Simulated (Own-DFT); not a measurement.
# Computed records: Hf36O71 (tetragonal hafnia with one neutral oxygen vacancy, atoms displaced)

A calculation, not a measurement: plane-wave PBE and HSE06 DFT by an unreviewed code, no spin, of a simulated cell at Gamma alone, so results move with cell size and shape, stress positive in tension, energies less offsets, not probed for a lower state with spin; hafnium file: forces about 75 meV/angstrom off all-electron values; oxygen file: force components 24 meV/angstrom off all-electron in a glass; k mesh not checked against a denser one; forces and stress are PBE's, HSE06 gives the energy alone, and its difference from PBE has offsets of its own; offsets are fitted by least squares, one for each functional and potential file, so energies compare only between cells with the same atoms and settings and are not formation energies; the far tail of each file's local potential was reset to the Coulomb form; each entry is a single point on an unrelaxed cell, so the pressure reflects the starting lattice, taken from the Materials Project, from which strain is counted, and rises with the displacements; printed positions are rounded, which can move forces by about a meV/angstrom; the program is a retired in-house code; no spin-orbit coupling. Program: Own-DFT development build.

```yaml
- formula: Hf36O71
  kind: "tetragonal hafnia with one neutral oxygen vacancy, atoms displaced"
  structure:
    cell_angstrom: [[10.78, 0.0, 0.0], [0.0, 10.78, 0.0], [0.0, 0.0, 10.4493]]
    atoms_fractional:
      - [Hf, 0.00062, 0.00258, 0.00189]
      - [Hf, 0.16747, 0.15897, 0.25199]
      - [O, 0.00135, 0.16526, 0.15517]
      - [O, 0.17214, 0.00621, 0.34339]
      - [O, 0.99527, 0.16864, 0.40461]
      - [O, 0.16613, 0.00252, 0.09668]
      - [Hf, 0.99583, 0.00923, 0.49859]
      - [Hf, 0.17632, 0.17133, 0.75549]
      - [O, 0.00546, 0.17493, 0.64969]
      - [O, 0.16598, 0.99832, 0.83822]
      - [O, 0.9955, 0.16354, 0.91558]
      - [O, 0.16459, 0.00645, 0.59924]
      - [Hf, 0.99948, 0.32996, 0.99575]
      - [Hf, 0.16824, 0.49838, 0.25134]
      - [O, 0.00516, 0.50186, 0.15337]
      - [O, 0.17062, 0.32951, 0.34321]
      - [O, 0.99491, 0.49365, 0.4041]
      - [O, 0.15697, 0.33377, 0.10516]
      - [Hf, 0.99929, 0.32665, 0.50513]
      - [Hf, 0.17281, 0.50616, 0.75516]
      - [O, 0.99907, 0.50227, 0.65072]
      - [O, 0.16356, 0.34083, 0.85219]
      - [O, 0.00323, 0.50362, 0.89773]
      - [O, 0.16881, 0.32942, 0.59786]
      - [Hf, 0.9919, 0.6785, 0.00409]
      - [Hf, 0.16701, 0.83381, 0.24268]
      - [O, 0.99747, 0.82442, 0.14927]
      - [O, 0.17263, 0.66607, 0.3507]
      - [O, 0.00292, 0.8316, 0.39555]
      - [O, 0.15897, 0.67324, 0.09591]
      - [Hf, 0.00289, 0.66759, 0.49381]
      - [Hf, 0.16873, 0.84225, 0.7436]
      - [O, 0.99339, 0.83223, 0.65091]
      - [O, 0.16454, 0.66932, 0.85053]
      - [O, 0.00111, 0.83447, 0.90984]
      - [O, 0.16769, 0.66304, 0.59251]
      - [Hf, 0.33092, 0.00277, 0.99197]
      - [Hf, 0.50045, 0.1684, 0.25273]
      - [O, 0.34672, 0.16648, 0.15124]
      - [O, 0.48919, 0.99108, 0.35307]
      - [O, 0.3284, 0.16532, 0.39707]
      - [O, 0.4986, 0.00153, 0.0949]
      - [Hf, 0.32786, 0.00137, 0.49983]
      - [Hf, 0.49785, 0.16156, 0.75584]
      - [O, 0.33569, 0.16737, 0.65569]
      - [O, 0.49949, 0.00864, 0.84561]
      - [O, 0.33684, 0.17273, 0.89499]
      - [O, 0.49826, 0.00458, 0.59757]
      - [Hf, 0.33453, 0.33007, 0.00082]
      - [Hf, 0.51016, 0.50137, 0.24872]
      - [O, 0.33112, 0.49176, 0.14149]
      - [O, 0.50494, 0.33078, 0.34462]
      - [O, 0.3359, 0.50688, 0.39364]
      - [Hf, 0.33083, 0.32916, 0.49912]
      - [Hf, 0.49578, 0.50021, 0.75143]
      - [O, 0.33447, 0.50398, 0.65998]
      - [O, 0.5024, 0.33022, 0.84915]
      - [O, 0.34058, 0.50758, 0.90129]
      - [O, 0.49486, 0.34175, 0.59753]
      - [Hf, 0.33583, 0.65871, 0.99839]
      - [Hf, 0.49457, 0.83922, 0.24831]
      - [O, 0.33549, 0.82879, 0.14721]
      - [O, 0.5086, 0.66039, 0.34877]
      - [O, 0.32787, 0.83688, 0.39445]
      - [O, 0.49679, 0.66737, 0.09633]
      - [Hf, 0.33312, 0.66743, 0.489]
      - [Hf, 0.49782, 0.83333, 0.74568]
      - [O, 0.33471, 0.83187, 0.65349]
      - [O, 0.49382, 0.66505, 0.85082]
      - [O, 0.33429, 0.83672, 0.89461]
      - [O, 0.49587, 0.66842, 0.59936]
      - [Hf, 0.66727, 0.99809, 0.99592]
      - [Hf, 0.82878, 0.16556, 0.25254]
      - [O, 0.66876, 0.16696, 0.14249]
      - [O, 0.83201, 0.00834, 0.34158]
      - [O, 0.66372, 0.16321, 0.40958]
      - [O, 0.83237, 0.0017, 0.10488]
      - [Hf, 0.66044, 0.99251, 0.49915]
      - [Hf, 0.83008, 0.16335, 0.7462]
      - [O, 0.66561, 0.16552, 0.64887]
      - [O, 0.82647, 0.99851, 0.85253]
      - [O, 0.67182, 0.15877, 0.90937]
      - [O, 0.83034, 0.99853, 0.59081]
      - [Hf, 0.66747, 0.33367, 0.99501]
      - [Hf, 0.82814, 0.50457, 0.24061]
      - [O, 0.67099, 0.50589, 0.15041]
      - [O, 0.8346, 0.32582, 0.35086]
      - [O, 0.66524, 0.49575, 0.40125]
      - [O, 0.83922, 0.33876, 0.10062]
      - [Hf, 0.65789, 0.33177, 0.49868]
      - [Hf, 0.83713, 0.49849, 0.76075]
      - [O, 0.66814, 0.49543, 0.66119]
      - [O, 0.83571, 0.33835, 0.85128]
      - [O, 0.66829, 0.50354, 0.89877]
      - [O, 0.83343, 0.3402, 0.60595]
      - [Hf, 0.66385, 0.66814, 0.00177]
      - [Hf, 0.82424, 0.83112, 0.25343]
      - [O, 0.66377, 0.83273, 0.16077]
      - [O, 0.82653, 0.66532, 0.34589]
      - [O, 0.66946, 0.83654, 0.3929]
      - [O, 0.83119, 0.67155, 0.09628]
      - [Hf, 0.66018, 0.66351, 0.51294]
      - [Hf, 0.82852, 0.83642, 0.74972]
      - [O, 0.66724, 0.83525, 0.65804]
      - [O, 0.82904, 0.6675, 0.85161]
      - [O, 0.66361, 0.82391, 0.89848]
      - [O, 0.82712, 0.66406, 0.59626]
  settings:
    first_functional: PBE
    second_functional: HSE06
    exact_exchange_share: 0.25
    "screening [1/bohr]": 0.11
    exchange_divergence: Gygi-Baldereschi
    potential_files: "PseudoDojo norm-conserving, scalar-relativistic, made for PBE, standard set"
    "wave_cutoff [hartree]": 48.0
    occupations: fixed
    k_mesh: "1 x 1 x 1 centred on Gamma"
  results:
    "PBE_energy_of_cell_above_offsets [eV]": "-96.861"
    "HSE06_less_PBE_above_offsets [eV]": "0.056"
    "PBE_pressure [GPa]": 2.05
    "PBE_stress_xx [GPa]": -1.12
    "PBE_stress_yy [GPa]": -2.66
    "PBE_stress_zz [GPa]": -2.38
    "PBE_stress_yz [GPa]": -0.28
    "PBE_stress_xz [GPa]": -0.1
    "PBE_stress_xy [GPa]": -0.07
    force_element: [Hf, Hf, O, O, O, O, Hf, Hf, O, O, O, O, Hf, Hf, O, O, O, O, Hf, Hf, O, O, O, O, Hf, Hf, O, O, O, O, Hf, Hf, O, O, O, O, Hf, Hf, O, O, O, O, Hf, Hf, O, O, O, O, Hf, Hf, O, O, O, Hf, Hf, O, O, O, O, Hf, Hf, O, O, O, O, Hf, Hf, O, O, O, O, Hf, Hf, O, O, O, O, Hf, Hf, O, O, O, O, Hf, Hf, O, O, O, O, Hf, Hf, O, O, O, O, Hf, Hf, O, O, O, O, Hf, Hf, O, O, O, O]
    "force_x [eV/angstrom]": [-1.478, -0.303, -0.367, -0.479, 0.789, 0.927, 0.013, -1.389, -0.933, 0.232, 0.298, 0.012, 0.148, -0.852, -1.206, 0.322, 0.657, 1.935, -1.191, -2.635, 0.94, 0.685, -0.581, 0.851, 1.577, -0.611, -0.118, -0.45, -0.01, 1.929, -0.868, -0.966, 0.886, 0.65, -0.16, 0.423, 0.919, 1.369, -2.046, 0.613, 0.827, -0.057, 0.643, 1.204, -0.078, 0.007, -0.979, -0.501, -0.336, -1.545, 0.847, -0.344, 0.14, -0.583, 1.285, -0.281, 0.14, -0.429, -0.136, -1.454, 0.338, -0.694, -0.484, 0.074, 0.644, -0.94, -0.403, -0.412, 0.339, 0.147, 0.035, 0.554, 0.804, -1.144, 0.262, -0.613, -0.06, 0.411, 0.073, -0.079, 0.375, -0.055, 0.233, 0.404, 3.41, -1.594, -0.751, -0.228, -1.364, 2.045, 0.88, -1.129, -0.39, -0.402, -0.51, 0.085, 1.453, -0.615, 0.297, -0.22, -1.202, 1.694, 1.413, -1.095, 0.379, -0.398, 0.53]
    "force_y [eV/angstrom]": [-1.028, 3.144, -0.567, -2.276, -0.827, -0.115, -1.722, 0.917, -1.081, 1.825, -0.016, -0.476, 2.411, -0.506, 0.57, 0.181, 0.883, -0.676, 2.525, 1.017, 0.039, -1.559, -0.22, -0.023, -2.264, -1.314, 1.092, 0.382, 1.323, -0.106, -1.429, -2.952, 0.299, 0.709, 1.677, 0.501, -1.277, -0.984, 0.765, 1.863, 0.237, -0.675, -0.367, 2.008, -0.055, -2.62, -1.137, -0.539, 1.995, -0.115, 0.097, 0.46, -1.834, 1.087, -0.118, -0.249, 0.186, -3.128, -0.422, 2.223, -1.43, 0.642, 1.8, -0.507, -0.467, 0.048, -0.762, 0.658, 0.923, 0.465, 0.344, -0.735, 1.413, 0.628, -2.166, -0.493, -0.594, 0.942, 1.455, 0.167, 0.03, 2.038, 0.463, -0.151, -1.415, -0.519, 1.067, 0.35, 0.044, 0.434, 1.045, 0.648, -2.573, -0.568, -1.166, -0.671, 0.445, 0.006, 0.03, -0.457, -0.303, -0.821, -1.742, 0.211, 0.952, 1.946, 0.595]
    "force_z [eV/angstrom]": [1.497, -1.781, 0.49, 1.211, -0.435, -0.327, -0.271, -1.118, 1.252, 1.524, -2.318, -0.495, 1.465, -0.675, 0.272, 0.966, -0.062, -1.409, -0.001, -0.562, 0.593, -0.146, 0.863, 0.145, -0.638, 0.123, 0.874, -0.719, 0.513, 0.395, 0.817, 0.248, 0.304, -0.91, -1.514, 0.113, 0.938, -0.563, -0.903, -0.089, 1.02, -0.185, -0.609, -1.831, -0.799, 0.871, 0.446, 0.215, 1.557, 0.028, 0.668, -0.175, 0.744, -0.548, 0.255, -1.304, 0.554, -0.592, -0.36, 0.604, -0.264, -0.024, -0.017, 0.78, 0.616, 0.548, 1.576, -1.192, -0.693, 0.577, 0.478, 1.669, -1.404, 1.307, 1.547, -0.892, -1.46, -0.475, -0.053, 1.245, -0.878, -1.645, 0.9, 0.655, 2.081, -1.002, -0.17, 0.198, -0.649, 0.802, -1.919, -0.926, 0.322, 1.273, -0.662, -0.655, -0.013, -1.678, -0.073, 1.872, 0.897, -1.945, 0.556, -1.447, -0.276, 0.343, -0.056]
```
